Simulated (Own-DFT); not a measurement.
GaP (zincblende, strained, atoms displaced), GaN (wurtzite, atoms displaced) (calculated)

Computed with Own-DFT development build. A calculation, not a measurement: plane-wave PBE density functional theory by an unreviewed code, no spin, of a simulated periodic cell, stress positive in tension, free energy of the whole cell less one offset for each atom, forces on such cells passed a denser k mesh, this cell's mesh not checked; offsets are fitted by least squares, one for each functional and potential file, so energies compare only between cells with the same atoms and settings and are not formation energies; the far tail of each file's local potential was reset to the Coulomb form; each entry is a single point on an unrelaxed cell, so the pressure reflects the starting lattice, mostly measured values (interpolated for alloys), from which strain is counted, and rises with the displacements; printed positions are rounded, which can move forces by about a meV/angstrom; the program, named Own-DFT, is a retired in-house code; no spin-orbit coupling; before rounding, a Quantum ESPRESSO 7.3.1 run of the same cell and cutoff gave forces within 1 meV/angstrom rms on each cell, which checks the program and not the settings.

Common to all runs: functional PBE; potential files PseudoDojo norm-conserving, scalar-relativistic, standard set; wave cutoff 42 hartree; occupations Fermi-Dirac; smearing width 0.1 eV.

(1) GaP (zincblende, strained, atoms displaced)

```
GaP
1.0
     10.8620     0.0000     0.0000
      0.0000    10.8620     0.0000
      0.0000     0.0000    10.9439
Ga P Ga P Ga P Ga P Ga P Ga P Ga P Ga P
4 4 4 4 4 4 4 4 4 4 4 4 4 4 4 4
Direct
  0.99662 0.00080 0.99914
  0.00030 0.25181 0.25464
  0.24970 0.99918 0.24998
  0.24840 0.25284 0.00418
  0.11908 0.12640 0.12254
  0.12827 0.37073 0.37414
  0.37709 0.12227 0.37380
  0.37589 0.37198 0.12920
  0.99574 0.99914 0.49683
  0.99643 0.24632 0.74531
  0.24999 0.00411 0.74950
  0.24752 0.24717 0.50107
  0.12287 0.11947 0.62645
  0.12574 0.38167 0.87561
  0.37542 0.12912 0.87678
  0.37215 0.37563 0.62417
  0.99725 0.50172 0.99957
  0.00348 0.74992 0.25237
  0.25041 0.49972 0.25403
  0.24709 0.75195 0.99644
  0.12797 0.62525 0.12700
  0.12816 0.87736 0.37434
  0.37339 0.62491 0.37373
  0.37287 0.87671 0.12092
  0.00396 0.49901 0.50027
  0.99653 0.74695 0.75304
  0.24764 0.49847 0.75089
  0.24911 0.75296 0.49981
  0.12752 0.62384 0.62248
  0.12095 0.87348 0.87340
  0.37491 0.62626 0.87103
  0.37193 0.86915 0.62529
  0.50249 0.00122 0.00307
  0.50387 0.25018 0.24712
  0.75214 0.00069 0.24908
  0.75650 0.24957 0.99618
  0.62264 0.12612 0.12771
  0.62504 0.37338 0.37325
  0.87209 0.12442 0.37900
  0.87610 0.37342 0.12219
  0.50236 0.00083 0.50298
  0.50101 0.24764 0.74825
  0.75015 0.00067 0.74774
  0.75329 0.25099 0.50133
  0.62654 0.12408 0.62286
  0.62659 0.38088 0.87319
  0.87434 0.12765 0.87525
  0.87270 0.37357 0.62519
  0.50096 0.49850 0.99999
  0.50110 0.75023 0.25037
  0.75029 0.49751 0.24680
  0.74981 0.75020 0.99898
  0.62634 0.62868 0.12243
  0.62723 0.87020 0.37481
  0.87454 0.62440 0.37395
  0.88089 0.87409 0.12548
  0.50100 0.49836 0.49666
  0.49786 0.75281 0.74758
  0.74731 0.50359 0.75161
  0.74680 0.74802 0.50016
  0.63147 0.62395 0.62924
  0.62507 0.87424 0.87547
  0.87737 0.62320 0.87126
  0.87339 0.87408 0.62877
```

- k mesh: 3 x 3 x 3 centred on Gamma
- free energy of cell above offsets: -35.242 eV
- pressure: 3.09 GPa
- stress xx: -3.26 GPa
- stress yy: -3.28 GPa
- stress zz: -2.75 GPa
- stress yz: 0.12 GPa
- stress xz: -0.17 GPa
- stress xy: -0.06 GPa

Force:
| element | x (eV/Å) | y (eV/Å) | z (eV/Å) |
| --- | --- | --- | --- |
| Ga | 0.253 | -0.098 | -0.184 |
| Ga | -0.294 | -0.329 | -0.407 |
| Ga | 0.057 | 0.403 | -0.476 |
| Ga | -0.121 | 0.014 | -0.347 |
| P | 0.439 | -0.121 | 0.459 |
| P | -0.268 | 0.409 | 0.319 |
| P | -0.041 | 0.297 | 0.147 |
| P | -0.015 | 0.566 | -0.296 |
| Ga | 0.291 | -0.384 | 0.469 |
| Ga | 0.536 | 0.533 | 0.502 |
| Ga | 0.206 | -0.618 | 0.421 |
| Ga | 0.389 | -0.277 | 0.058 |
| P | -0.128 | 0.416 | -0.503 |
| P | -0.5 | -1.033 | -0.015 |
| P | -0.022 | -0.314 | 0.076 |
| P | 0.317 | -0.23 | -0.032 |
| Ga | 0.447 | 0.102 | 0.247 |
| Ga | -0.016 | -0.14 | -0.004 |
| Ga | 0.052 | -0.144 | -0.446 |
| Ga | 0.251 | -0.254 | 0.08 |
| P | -0.247 | -0.14 | -0.22 |
| P | -0.491 | -0.106 | 0.199 |
| P | 0.329 | 0.261 | 0.303 |
| P | 0.179 | -0.261 | 0.382 |
| Ga | -0.362 | -0.116 | -0.198 |
| Ga | 0.584 | 0.187 | -0.751 |
| Ga | 0.41 | 0.376 | -0.256 |
| Ga | -0.056 | -0.492 | -0.244 |
| P | -0.342 | 0.292 | 0.333 |
| P | 0.195 | 0.496 | -0.039 |
| P | -0.019 | -0.194 | 0.425 |
| P | 0.3 | 1.159 | -0.048 |
| Ga | -0.261 | -0.039 | -0.401 |
| Ga | -0.498 | -0.103 | 0.636 |
| Ga | -0.144 | -0.314 | 0 |
| Ga | -1.061 | 0.304 | 0.377 |
| P | 0.981 | -0.083 | -0.602 |
| P | 0.307 | 0.038 | 0.112 |
| P | 0.232 | 0.205 | -0.585 |
| P | 0.077 | 0.082 | 0.418 |
| Ga | -0.332 | -0.619 | -0.392 |
| Ga | -0.032 | 0.502 | 0.029 |
| Ga | -0.127 | -0.017 | 0.45 |
| Ga | -0.553 | 0.048 | -0.152 |
| P | 0.034 | 0.261 | 0.244 |
| P | -0.137 | -0.99 | 0.214 |
| P | 0.113 | -0.657 | -0.468 |
| P | 0.263 | 0.56 | 0.096 |
| Ga | -0.366 | 0.336 | 0.081 |
| Ga | -0.368 | 0.053 | -0.341 |
| Ga | -0.036 | 0.282 | -0.001 |
| Ga | 0.486 | 0.085 | -0.1 |
| P | -0.175 | -0.533 | 0.26 |
| P | -0.232 | 0.728 | 0.025 |
| P | 0.168 | -0.155 | 0.127 |
| P | -0.633 | -0.017 | -0.001 |
| Ga | -0.024 | 0.253 | 0.463 |
| Ga | 0.45 | -0.459 | 0.272 |
| Ga | 0.702 | -0.525 | -0.06 |
| Ga | 0.6 | -0.012 | 0.142 |
| P | -1.252 | 0.262 | -0.744 |
| P | -0.047 | 0.361 | -0.164 |
| P | -0.592 | 0.075 | 0.722 |
| P | 0.145 | -0.172 | -0.613 |

(2) GaP (zincblende, strained, atoms displaced)

```
GaP
1.0
     10.8620     0.0000     0.0000
      0.0000    10.8620     0.0000
      0.0000     0.0000    10.9439
Ga P Ga P Ga P Ga P Ga P Ga P Ga P Ga P
4 4 4 4 4 4 4 4 4 4 4 4 4 4 4 4
Direct
  0.99649 0.00232 0.00276
  0.99961 0.24655 0.25315
  0.25134 0.99989 0.25089
  0.25154 0.25066 0.99878
  0.11921 0.12540 0.12316
  0.12558 0.37619 0.37669
  0.37500 0.12268 0.37755
  0.37832 0.37623 0.12373
  0.00354 0.99890 0.50328
  0.00184 0.25252 0.74938
  0.24817 0.99848 0.75051
  0.24720 0.24709 0.49984
  0.12377 0.12609 0.62356
  0.12487 0.37467 0.87687
  0.37419 0.12550 0.87251
  0.37291 0.37558 0.62836
  0.00199 0.49656 0.99637
  0.99741 0.74895 0.25051
  0.25003 0.49742 0.25644
  0.24943 0.75099 0.00130
  0.12790 0.62279 0.12316
  0.12001 0.87511 0.37276
  0.37820 0.62523 0.37935
  0.37488 0.87323 0.11899
  0.00048 0.50172 0.50402
  0.99790 0.75212 0.75089
  0.24743 0.49413 0.74915
  0.24883 0.75026 0.50162
  0.12806 0.62554 0.62787
  0.12237 0.87363 0.87176
  0.37086 0.62254 0.87809
  0.37477 0.87346 0.62023
  0.49706 0.00155 0.99584
  0.50283 0.25006 0.24724
  0.74905 0.99940 0.25271
  0.74722 0.24842 0.99231
  0.62482 0.12841 0.12475
  0.62507 0.37087 0.37217
  0.87462 0.12286 0.37761
  0.87602 0.37416 0.12307
  0.49853 0.99987 0.50279
  0.49878 0.24699 0.74956
  0.75274 0.00180 0.74348
  0.74655 0.24956 0.49703
  0.62203 0.12976 0.62307
  0.62662 0.37703 0.87455
  0.88119 0.12324 0.87623
  0.87731 0.37539 0.62289
  0.50396 0.49968 0.00108
  0.50153 0.74747 0.24846
  0.75136 0.50255 0.25177
  0.74452 0.75173 0.99997
  0.62619 0.62729 0.12214
  0.62383 0.88015 0.37394
  0.87813 0.62404 0.37850
  0.87423 0.87646 0.12595
  0.49836 0.50493 0.50291
  0.49569 0.75013 0.75354
  0.75073 0.50009 0.74719
  0.74669 0.75028 0.50350
  0.62326 0.62697 0.62218
  0.62579 0.87651 0.87595
  0.87545 0.62896 0.87597
  0.87401 0.87774 0.62472
```

* k mesh: 3 x 3 x 3 centred on Gamma
* free energy of cell above offsets: -35.293 eV
* pressure: 3.08 GPa
* stress xx: -3.26 GPa
* stress yy: -3.28 GPa
* stress zz: -2.7 GPa
* stress yz: 0.21 GPa
* stress xz: 0.24 GPa
* stress xy: -0.22 GPa

Force:
| element | x (eV/Å) | y (eV/Å) | z (eV/Å) |
| --- | --- | --- | --- |
| Ga | 0.417 | -0.694 | -0.21 |
| Ga | -0.192 | 0.481 | -0.154 |
| Ga | -0.238 | -0.084 | -0.391 |
| Ga | -0.121 | -0.104 | 0.351 |
| P | 1.023 | 0.054 | 0.33 |
| P | -0.367 | -0.357 | 0.145 |
| P | 0.105 | 0.402 | -0.401 |
| P | -0.369 | -0.105 | 0.313 |
| Ga | -0.405 | 0.072 | -0.358 |
| Ga | -0.123 | -0.18 | 0.088 |
| Ga | 0.098 | 0.001 | -0.352 |
| Ga | 0.398 | 0.378 | -0.029 |
| P | 0.181 | -0.14 | 0.471 |
| P | 0.172 | -0.273 | -0.397 |
| P | -0.236 | -0.118 | 0.063 |
| P | 0.281 | -0.364 | -0.597 |
| Ga | -0.375 | 0.524 | 0.5 |
| Ga | 0.199 | -0.226 | -0.401 |
| Ga | 0.368 | 0.357 | -0.596 |
| Ga | -0.314 | -0.154 | -0.368 |
| P | -0.337 | 0.017 | 0.465 |
| P | 0.645 | -0.147 | 0.24 |
| P | -0.511 | 0.231 | -0.585 |
| P | 0.131 | 0.328 | 0.782 |
| Ga | 0.385 | 0.002 | -0.164 |
| Ga | -0.007 | -0.214 | -0.296 |
| Ga | 0.131 | 0.551 | 0.412 |
| Ga | -0.204 | 0.011 | -0.506 |
| P | -0.431 | 0.054 | -0.001 |
| P | 0.135 | 0.36 | 0.722 |
| P | 0.288 | -0.122 | -0.291 |
| P | -0.097 | 0.197 | 0.839 |
| Ga | 0.385 | 0.066 | 0.42 |
| Ga | -0.575 | -0.15 | 0.224 |
| Ga | 0.148 | 0.376 | -0.448 |
| Ga | 0.544 | 0.063 | 0.612 |
| P | 0.133 | -0.688 | -0.369 |
| P | -0.244 | 0.982 | 0.346 |
| P | 0.073 | -0.01 | 0.097 |
| P | -0.234 | -0.098 | 0.119 |
| Ga | 0.156 | 0.084 | -0.246 |
| Ga | 0.057 | 0.686 | 0.181 |
| Ga | -0.361 | 0.314 | 0.729 |
| Ga | 0.502 | 0.128 | 0.126 |
| P | 0.318 | -0.533 | 0.16 |
| P | -0.311 | -0.166 | -0.5 |
| P | -0.826 | 0.345 | -0.715 |
| P | -0.47 | -0.255 | 0.139 |
| Ga | -0.315 | 0.172 | -0.212 |
| Ga | -0.189 | 0.412 | 0.072 |
| Ga | 0.105 | -0.299 | -0.266 |
| Ga | 0.753 | 0.18 | -0.026 |
| P | 0.021 | -0.402 | 0.573 |
| P | -0.136 | -0.725 | 0.266 |
| P | -0.535 | 0.284 | -0.004 |
| P | -0.297 | -0.286 | -0.027 |
| Ga | 0.251 | -1.001 | -0.164 |
| Ga | 0.12 | -0.095 | -0.079 |
| Ga | 0.142 | 0.302 | 0.081 |
| Ga | 0.341 | 0.315 | -0.655 |
| P | 0.01 | -0.073 | 0.858 |
| P | -0.158 | 0.278 | -0.652 |
| P | -0.254 | -0.441 | -0.032 |
| P | 0.217 | -0.504 | -0.234 |

(3) GaP (zincblende, strained, atoms displaced)

```
GaP
1.0
     10.8620     0.0000     0.0000
      0.0000    10.8620     0.0000
      0.0000     0.0000    10.9439
Ga P Ga P Ga P Ga P Ga P Ga P Ga P Ga P
4 4 4 4 4 4 4 4 4 4 4 4 4 4 4 4
Direct
  0.00383 0.99721 0.00361
  0.99874 0.25157 0.25080
  0.25172 0.99857 0.25039
  0.25006 0.25606 0.00199
  0.12522 0.12361 0.12646
  0.12120 0.36995 0.37240
  0.37069 0.12601 0.37598
  0.38046 0.37213 0.12227
  0.99960 0.99717 0.50018
  0.00182 0.24806 0.74636
  0.25663 0.99646 0.75343
  0.24790 0.24742 0.49997
  0.12411 0.12621 0.62783
  0.12439 0.37559 0.87941
  0.37822 0.12709 0.87353
  0.37245 0.36854 0.62166
  0.99939 0.49679 0.99553
  0.00237 0.74411 0.25288
  0.24856 0.49774 0.25236
  0.25580 0.74804 0.00382
  0.12466 0.62841 0.12916
  0.12777 0.87117 0.37526
  0.37817 0.62484 0.37739
  0.37211 0.87166 0.12408
  0.99963 0.49848 0.49940
  0.99738 0.74859 0.74875
  0.25381 0.50051 0.74600
  0.25133 0.74637 0.49740
  0.12053 0.62273 0.62474
  0.12272 0.87451 0.87708
  0.37248 0.62511 0.87541
  0.37757 0.87778 0.62291
  0.50098 0.00338 0.00273
  0.50098 0.25029 0.25070
  0.74882 0.00079 0.25259
  0.75066 0.24439 0.00101
  0.62177 0.12267 0.12778
  0.62274 0.37145 0.37386
  0.87031 0.12756 0.37465
  0.87598 0.37442 0.12960
  0.50277 0.99917 0.49862
  0.49854 0.24751 0.74634
  0.74997 0.99788 0.74509
  0.74871 0.24806 0.49497
  0.62310 0.12305 0.62554
  0.62439 0.37309 0.87396
  0.87670 0.12661 0.87795
  0.87684 0.37590 0.62612
  0.49777 0.50099 0.00417
  0.49738 0.74821 0.24447
  0.75219 0.50015 0.24446
  0.75346 0.75124 0.00013
  0.62436 0.62701 0.12364
  0.62313 0.87611 0.38019
  0.87562 0.62270 0.37513
  0.87647 0.87139 0.12487
  0.50271 0.50539 0.49786
  0.49630 0.74734 0.75149
  0.74854 0.50160 0.74992
  0.75038 0.75370 0.49841
  0.62976 0.62696 0.62787
  0.62306 0.87356 0.88023
  0.87576 0.62674 0.87932
  0.87265 0.87156 0.62712
```

* k mesh: 3 x 3 x 3 centred on Gamma
* free energy of cell above offsets: -35.029 eV
* pressure: 3.16 GPa
* stress xx: -3.35 GPa
* stress yy: -3.34 GPa
* stress zz: -2.77 GPa
* stress yz: -0.44 GPa
* stress xz: 0.01 GPa
* stress xy: 0.52 GPa

Force:
| element | x (eV/Å) | y (eV/Å) | z (eV/Å) |
| --- | --- | --- | --- |
| Ga | -0.448 | 0.277 | -0.202 |
| Ga | -0.076 | -0.679 | -0.192 |
| Ga | -0.26 | -0.012 | 0.034 |
| Ga | 0.013 | -0.816 | -0.174 |
| P | 0.189 | 0.315 | 0.071 |
| P | 0.533 | 0.52 | 0.568 |
| P | 0.658 | -0.289 | -0.176 |
| P | -0.64 | 0.408 | 0.779 |
| Ga | -0.01 | 0.21 | 0.024 |
| Ga | -0.282 | 0.402 | 0.751 |
| Ga | -0.643 | 0.249 | -0.065 |
| Ga | -0.439 | 0.041 | -0.094 |
| P | 0.418 | -0.852 | -0.279 |
| P | 0.318 | -0.071 | -1.053 |
| P | -0.443 | -0.057 | 0.557 |
| P | 0.483 | 0.914 | -0.05 |
| Ga | -0.007 | 0.451 | 0.942 |
| Ga | -0.378 | 0.65 | 0.051 |
| Ga | 0.26 | -0.033 | -0.236 |
| Ga | -1.12 | -0.02 | -0.497 |
| P | 0.331 | -0.947 | -0.71 |
| P | -0.323 | 0.337 | -0.007 |
| P | -0.343 | -0.109 | -0.632 |
| P | 0.594 | 0.837 | 0.17 |
| Ga | -0.031 | -0.214 | -0.096 |
| Ga | 0.275 | 0.034 | 0.415 |
| Ga | -0.515 | -0.349 | 0.281 |
| Ga | -0.099 | 0.24 | 0.665 |
| P | 0.614 | 0.198 | -0.094 |
| P | 0.625 | -0.387 | -0.258 |
| P | 0.228 | -0.361 | 0.01 |
| P | -0.244 | -0.671 | 0.052 |
| Ga | -0.349 | -0.429 | -0.257 |
| Ga | -0.352 | -0.329 | 0.078 |
| Ga | 0.062 | -0.45 | -0.261 |
| Ga | -0.218 | 0.549 | 0.154 |
| P | 0.446 | 0.215 | 0.085 |
| P | 0.369 | 0.833 | -0.031 |
| P | 0.849 | -0.593 | -0.059 |
| P | -0.1 | -0.125 | -1.009 |
| Ga | -0.533 | 0.538 | 0.142 |
| Ga | 0.258 | 0.317 | 0.228 |
| Ga | -0.177 | 0.21 | 1.018 |
| Ga | -0.145 | 0.379 | 0.948 |
| P | 0.38 | 0.209 | -0.357 |
| P | -0.081 | 0.127 | 0.214 |
| P | 0.107 | -0.673 | -0.495 |
| P | -0.475 | -0.224 | -0.233 |
| Ga | 0.45 | -0.035 | -0.79 |
| Ga | 0.308 | 0.275 | 0.702 |
| Ga | -0.519 | 0.026 | 0.649 |
| Ga | -0.407 | 0.03 | 0.063 |
| P | 0.307 | -0.169 | -0.011 |
| P | 0.062 | -0.427 | -1.129 |
| P | -0.379 | 0.124 | 0.083 |
| P | 0.035 | 0.364 | 0.689 |
| Ga | 0.173 | -0.739 | 0.599 |
| Ga | 0.403 | 0.427 | -0.048 |
| Ga | 0.4 | -0.313 | 0.408 |
| Ga | 0.068 | -0.53 | 0.041 |
| P | -0.56 | 0.094 | -0.381 |
| P | 0.148 | 0.167 | -0.61 |
| P | -0.151 | -0.362 | -0.573 |
| P | 0.385 | 0.3 | -0.411 |

(4) GaN (wurtzite, atoms displaced)

```
GaN
1.0
     12.7560     0.0000     0.0000
     -4.7835     8.2853     0.0000
      0.0000     0.0000    10.3700
Ga N Ga N Ga N Ga N Ga N Ga N Ga N Ga N Ga N Ga N Ga N Ga N Ga N Ga N Ga N Ga N Ga N Ga N Ga N Ga N Ga N Ga N Ga N Ga N
2 2 2 2 2 2 2 2 2 2 2 2 2 2 2 2 2 2 2 2 2 2 2 2 2 2 2 2 2 2 2 2 2 2 2 2 2 2 2 2 2 2 2 2 2 2 2 2
Direct
  0.07919 0.21961 0.99717
  0.16421 0.10989 0.24979
  0.08308 0.22331 0.18674
  0.16383 0.11157 0.43696
  0.08148 0.22087 0.49991
  0.16321 0.10756 0.75053
  0.08492 0.22306 0.68595
  0.16600 0.11015 0.93474
  0.08164 0.55527 0.99928
  0.16413 0.44164 0.24974
  0.08368 0.55376 0.18647
  0.16770 0.44842 0.43819
  0.08313 0.55952 0.49782
  0.17194 0.44422 0.74762
  0.08393 0.55865 0.68689
  0.16547 0.44411 0.93868
  0.08522 0.88809 0.99932
  0.16658 0.77975 0.25206
  0.08539 0.88976 0.18951
  0.16587 0.77646 0.43925
  0.08401 0.89212 0.49805
  0.16857 0.77979 0.75095
  0.08731 0.89215 0.68806
  0.16720 0.77685 0.93894
  0.33504 0.22201 0.99791
  0.41631 0.11024 0.24721
  0.33328 0.22219 0.18720
  0.41707 0.11303 0.44069
  0.33529 0.22559 0.50021
  0.41622 0.10746 0.74900
  0.33484 0.22667 0.69358
  0.41540 0.11399 0.93628
  0.33472 0.55726 0.99974
  0.41650 0.44403 0.25249
  0.33570 0.55997 0.18581
  0.41605 0.44229 0.44019
  0.33317 0.55369 0.50376
  0.41203 0.44368 0.75239
  0.33116 0.55426 0.69111
  0.41273 0.44020 0.94148
  0.33426 0.89089 0.99969
  0.41888 0.78212 0.24991
  0.33397 0.88834 0.19172
  0.41768 0.77825 0.44050
  0.33340 0.88715 0.49752
  0.41552 0.77908 0.74680
  0.33231 0.89158 0.69073
  0.41820 0.77985 0.93973
  0.58566 0.22108 0.00489
  0.66611 0.11233 0.24885
  0.58082 0.22203 0.19034
  0.66513 0.10781 0.43985
  0.58718 0.22651 0.50114
  0.66708 0.11161 0.74979
  0.58345 0.22376 0.69408
  0.66821 0.11091 0.93947
  0.58348 0.55846 0.99905
  0.66811 0.44325 0.24922
  0.58454 0.55548 0.18788
  0.66565 0.44677 0.43844
  0.58280 0.55394 0.49822
  0.66455 0.44561 0.74798
  0.58200 0.55189 0.68759
  0.66613 0.44700 0.93611
  0.58514 0.89129 0.00146
  0.66805 0.77965 0.25165
  0.57980 0.88752 0.18935
  0.66597 0.77408 0.44193
  0.58277 0.88574 0.49798
  0.66700 0.77926 0.74624
  0.58839 0.89333 0.68782
  0.66709 0.77786 0.93822
  0.83422 0.22383 0.99938
  0.91492 0.10918 0.25026
  0.83277 0.22201 0.18767
  0.91511 0.11103 0.43825
  0.83496 0.21957 0.50002
  0.91671 0.10941 0.75378
  0.83676 0.22216 0.68532
  0.91784 0.10877 0.93593
  0.83258 0.55679 0.99824
  0.91623 0.44026 0.25233
  0.83018 0.55036 0.19024
  0.91853 0.44443 0.43865
  0.83247 0.55751 0.49974
  0.91808 0.44523 0.74504
  0.83403 0.55468 0.68851
  0.91740 0.44630 0.93748
  0.83336 0.88926 0.00313
  0.91886 0.77691 0.24813
  0.83322 0.88919 0.18780
  0.91728 0.77745 0.44219
  0.83307 0.88779 0.49932
  0.91803 0.77720 0.75081
  0.83520 0.89282 0.68832
  0.91817 0.77837 0.94065
```

- k mesh: 3 x 4 x 3 centred on Gamma

Q: Estimate the pressure of GaN (wurtzite, atoms displaced) (entry 4).
A: 5.94 GPa

Further results for GaN (wurtzite, atoms displaced) (entry 4):

* free energy of cell above offsets: 19.054 eV
* stress xx: -5.66 GPa
* stress yy: -6.37 GPa
* stress zz: -5.81 GPa
* stress yz: -0.08 GPa
* stress xz: 0.07 GPa
* stress xy: 0.15 GPa

Force:
| element | x (eV/Å) | y (eV/Å) | z (eV/Å) |
| --- | --- | --- | --- |
| Ga | 1.076 | 0.559 | 0.26 |
| Ga | 0.352 | 0.557 | -0.218 |
| N | -0.219 | -0.55 | 0.023 |
| N | 0.579 | 0.225 | 0.114 |
| Ga | -0.02 | 0.535 | -0.126 |
| Ga | 0.548 | 0.721 | -0.318 |
| N | -0.322 | -0.171 | 0.36 |
| N | -0.092 | -0.026 | 0.896 |
| Ga | 0.427 | -0.064 | -0.058 |
| Ga | 0.66 | 0.695 | -0.139 |
| N | -0.506 | 0.362 | 0.445 |
| N | 0.076 | -0.486 | 0.125 |
| Ga | 0.402 | -0.533 | 0.536 |
| Ga | -1.982 | -0.335 | 0.685 |
| N | 0.618 | -0.134 | 0.075 |
| N | 0.199 | -0.004 | -0.312 |
| Ga | -0.137 | 0.324 | 0.008 |
| Ga | 0.463 | -0.628 | -0.308 |
| N | -0.34 | -0.174 | -0.288 |
| N | -0.071 | 0.728 | -0.208 |
| Ga | 0.268 | -0.192 | 0.495 |
| Ga | -0.353 | -0.407 | -0.037 |
| N | -0.485 | -0.655 | -0.203 |
| N | 0.064 | 0.155 | 0.042 |
| Ga | -0.827 | -0.153 | 0.318 |
| Ga | -0.55 | 0.109 | 0.791 |
| N | -0.191 | -0.129 | 0.21 |
| N | 0.261 | -0.149 | -0.318 |
| Ga | -0.308 | -0.794 | 0.608 |
| Ga | -0.423 | 1.064 | 0.181 |
| N | -0.134 | -0.832 | -0.85 |
| N | 1.116 | -0.489 | 0.509 |
| Ga | -0.42 | -0.207 | 0.101 |
| Ga | -0.154 | 0.207 | -0.682 |
| N | -0.14 | -0.44 | 0.805 |
| N | -0.214 | 0.574 | -0.175 |
| Ga | -0.198 | 0.14 | -0.676 |
| Ga | 1.052 | 0.12 | 0.269 |
| N | 0.81 | 0.932 | -0.542 |
| N | 0.411 | 0.912 | -0.462 |
| Ga | 0.018 | -0.065 | 0.169 |
| Ga | -0.399 | -1.014 | 0.288 |
| N | -0.372 | 0.143 | -0.507 |
| N | -0.046 | -0.442 | -0.104 |
| Ga | -0.22 | 0.504 | 0.42 |
| Ga | 0.521 | 0.309 | 0.619 |
| N | 0.575 | -0.57 | -0.811 |
| N | -0.023 | 0.086 | -0.544 |
| Ga | -0.708 | 0.452 | -1.105 |
| Ga | 0.065 | -0.241 | 0.432 |
| N | 0.605 | -0.018 | -0.08 |
| N | 0.202 | 0.506 | -0.357 |
| Ga | -0.378 | -0.579 | 0.279 |
| Ga | 0.302 | 0.462 | -0.003 |
| N | 0.306 | -0.273 | -0.9 |
| N | -0.108 | 0.172 | -0.05 |
| Ga | -0.118 | -0.516 | 0.093 |
| Ga | -0.789 | 0.199 | 0.202 |
| N | -0.133 | 0.15 | 0.324 |
| N | 0.617 | -0.292 | -0.156 |
| Ga | -0.259 | -0.109 | 0.544 |
| Ga | 0.541 | -0.052 | 0.475 |
| N | -0.744 | 0.688 | -0.041 |
| N | 0.183 | -0.416 | 0.485 |
| Ga | -0.032 | -0.475 | -0.255 |
| Ga | -0.303 | -0.506 | -0.123 |
| N | 1.084 | 0.595 | 0.011 |
| N | 0.002 | 0.407 | -0.637 |
| Ga | 0.027 | 0.39 | 0.428 |
| Ga | 0.359 | -0.428 | 0.48 |
| N | -0.94 | -0.601 | -0.151 |
| N | -0.058 | 0.352 | -0.174 |
| Ga | 0.255 | 0.121 | -0.17 |
| Ga | 0.242 | 0.38 | -0.062 |
| N | 0.006 | -0.326 | -0.002 |
| N | 0.463 | -0.428 | -0.34 |
| Ga | -0.708 | 0.336 | -0.062 |
| Ga | 0.149 | 0.498 | -1.031 |
| N | -0.486 | -0.08 | 0.678 |
| N | -0.894 | -0.017 | 0.773 |
| Ga | 0.065 | -0.349 | 0.175 |
| Ga | 0.037 | 0.583 | -0.374 |
| N | 0.735 | 0.631 | -0.357 |
| N | -0.7 | -0.19 | 0.094 |
| Ga | 0.435 | -0.419 | 0.105 |
| Ga | 0.148 | -0.168 | 0.528 |
| N | -0.423 | 0.18 | -0.13 |
| N | -0.283 | -0.303 | -0.261 |
| Ga | 0.061 | -0.276 | -0.747 |
| Ga | -0.364 | -0.277 | 0.392 |
| N | 0.242 | -0.138 | 0.502 |
| N | -0.13 | 0.193 | -0.903 |
| Ga | 0.063 | 0.199 | 0.328 |
| Ga | -0.07 | 0.206 | -0.157 |
| N | 0.275 | -0.675 | -0.032 |
| N | -0.187 | 0.133 | -0.139 |
